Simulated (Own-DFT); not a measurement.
# Which arrangement is lower? As32Ga32, 64 atoms

All numbers below are calculated, not measured. They come from Own-DFT, an in-house plane-wave density functional program, since retired, whose code no person has reviewed. Each row is one single-point run on a periodic cell that was not relaxed, without spin or spin-orbit coupling.

Settings of every run: PBE; PseudoDojo norm-conserving scalar-relativistic files; cutoff 42 hartree; 3 x 3 x 3 k mesh centred on Gamma; Fermi-Dirac smearing of 0.1 eV.

Known limits, some of them of some rows only: not probed for a lower state with spin; forces on such cells failed a check on a denser k mesh; forces not confirmed at this smearing and k mesh; stress not checked against mesh or cutoff.

All cells hold the same atoms in the same cell, with vectors in Å (11.307, 0.000, 0.000); (0.000, 11.307, 0.000); (0.000, 0.000, 11.307). Every atom was moved at random from its ideal site; u is the rms move along one axis. The defect's site can differ from row to row. E is the free energy of the cell above the lowest run. The arrangements:

- A: zincblende GaAs
- B: zincblende GaAs, with one As on a Ga site and one Ga on an As site, 2.4 Å apart

```
arrangement   u (Å)  E (eV)  P (GPa)
          A  0.0204   0.000     3.53
          A  0.0208   0.030     3.53
          A  0.0209   0.040     3.53
          A  0.0497   1.732     3.86
          A  0.0498   2.227     4.02
          A  0.0520   2.464     4.02
          B  0.0299   2.993     3.94
          B  0.0304   3.058     3.91
          B  0.0317   3.209     4.00
          B  0.0465   4.323     4.24
          B  0.0466   4.404     4.27
          B  0.0519   4.611     4.22
```

Question: once the cost of the random moves is taken out, how do the arrangements rank?

## Worked answer

Fit E = a + b u², with one b for all and one a for each arrangement, and with residuals divided by u², since the noise grows with the moves. Then b = 992 eV/Å², the scatter at u = 0.04 Å is 0.11 eV, and against A:

- B: 2.55 ± 0.05 eV (higher)

These are energies of unrelaxed cells. Relaxing the atoms lowers the strained arrangements most, so the gaps would shrink and small ones could change sign.
